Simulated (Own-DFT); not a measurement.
# How strain changes the stress of wurtzite GaN, 96 atoms (Ga48N48)

These are calculations, not measurements. The program, named Own-DFT, is a retired in-house plane-wave density functional code that no person has reviewed. Each row is one single-point run on a periodic cell that was not relaxed, without spin or spin-orbit coupling.

Settings of every run: PBE; PseudoDojo norm-conserving scalar-relativistic files (stringent for Ga); cutoff 96 hartree; 3 x 4 x 3 k mesh centred on Gamma; Gaussian smearing of 0.01 eV.

Known limits: forces on such cells passed a denser k mesh, each cell not checked; stress not checked against mesh or cutoff.

Unstrained cell vectors in Å: (12.756, 0.000, 0.000); (-4.784, 8.285, 0.000); (0.000, 0.000, 10.370). The unstrained cell has measured lattice constants (interpolated for alloys), not those of this functional. That, the random moves and any unrelaxed bonds set the pressure at no strain. Each run strains this cell uniformly, with the atoms carried along. Every atom was also moved at random, by a Gaussian of width 0.05 Å on each axis. Strain is the symmetric tensor, in per cent. Stress is positive in tension, and the pressure is minus a third of its trace.

```
run,e_xx (%),e_yy (%),e_zz (%),e_yz (%),e_xz (%),e_xy (%),s_xx (GPa),s_yy (GPa),s_zz (GPa),s_yz (GPa),s_xz (GPa),s_xy (GPa),P (GPa),E (meV/atom)
1,-0.29,0.39,0.58,-1.15,1.51,-0.85,-7.65,-5.78,-4.14,-2.85,2.78,-2.10,5.86,13.1
2,0.67,0.31,-0.55,0.98,-1.65,-1.84,-5.37,-4.71,-9.22,1.95,-3.59,-5.38,6.44,19.6
3,1.94,-0.98,-1.03,-0.37,1.48,1.43,-1.65,-9.70,-11.66,-0.92,3.63,5.56,7.67,29.6
4,-1.10,0.72,1.31,-0.27,1.77,-0.64,-9.38,-3.59,-3.30,-1.14,3.95,-1.38,5.42,14.9
5,-1.67,-0.87,-0.99,1.29,1.67,1.27,-17.48,-13.78,-13.19,1.88,4.35,4.10,14.81,44.2
6,1.65,-0.47,0.75,-0.92,0.06,-0.70,-0.75,-5.91,-3.06,-1.68,0.11,-1.07,3.24,0.0
7,-1.24,1.71,1.21,-0.34,-0.51,-0.32,-9.97,-0.02,-2.55,-0.97,-1.07,0.12,4.18,12.7
8,1.90,-1.32,-1.96,0.74,-0.68,-1.27,-1.51,-12.69,-16.01,1.40,-1.56,-4.38,10.07,24.2
9,-0.01,0.89,1.43,-1.23,-1.85,-1.67,-6.24,-2.59,-1.08,-2.75,-3.81,-5.35,3.30,16.5
10,1.65,0.83,0.06,-1.90,-1.95,-0.37,1.72,-2.78,-6.85,-3.34,-3.36,-0.04,2.63,18.7
11,0.25,1.61,1.25,-1.87,-0.45,0.03,-4.18,-0.27,-0.56,-3.92,-1.42,0.89,1.67,12.7
12,-0.85,0.52,0.61,1.85,-1.76,1.21,-10.72,-6.04,-4.94,3.99,-4.48,5.11,7.23,31.2
13,1.61,-0.63,1.58,1.20,-1.74,0.29,-0.26,-6.90,-0.58,2.57,-4.04,1.72,2.58,11.7
14,0.50,0.69,-1.60,-1.59,0.55,-1.55,-6.83,-4.64,-13.64,-3.75,1.06,-4.66,8.37,30.4
15,-1.30,-1.43,-1.38,-0.59,-0.28,0.81,-16.27,-16.82,-15.92,-1.30,-0.55,3.17,16.34,52.6
16,-1.62,-0.30,1.81,-1.02,1.59,0.10,-14.78,-7.51,-0.35,-1.58,4.35,1.19,7.55,17.7
17,1.59,-2.00,1.40,1.79,-1.71,1.69,?,?,?,?,?,?,?,?
```

E is the free energy for each atom above the lowest run shown.

## Worked fit

Each stress component was fitted by least squares to a constant and the strains of the runs shown, as fractions, with shears doubled. Shear strains stay in the fit of a normal stress only where such slopes are resolved. The slopes, in GPa:

```
stress  at no strain  per e_xx  per e_yy  per e_zz  scatter
  s_xx          -7.8  450 ± 16  128 ± 24   76 ± 19     0.77
  s_yy          -7.2  109 ± 16  407 ± 25   99 ± 20     0.80
  s_zz          -7.7   58 ± 13   57 ± 20  438 ± 16     0.65
```

Each shear stress against twice its own strain: yz 96 ± 4, xz 109 ± 6, xy 174 ± 6 GPa. These are stiffnesses along x, y and z of the frame in which the cell vectors are given, which need not be the crystal's axes. The atoms are held to the strained lattice; where symmetry lets them move under strain, relaxing them would lower some slopes. The table should be nearly symmetric about its diagonal, and what it lacks of that shows the noise. A ninth of its sum, 202 ± 4 GPa, estimates the bulk modulus near the mean pressure of these runs, 6.7 GPa, so it lies above the value at zero pressure.

## Withheld run

Question: what normal stresses and pressure should run 17 give?

The fit gives s_xx = -2.2, s_yy = -12.3, s_zz = -1.8 and P = 5.4 GPa. The calculation gave -1.86, -14.26, -2.82 and P = 6.31 GPa.
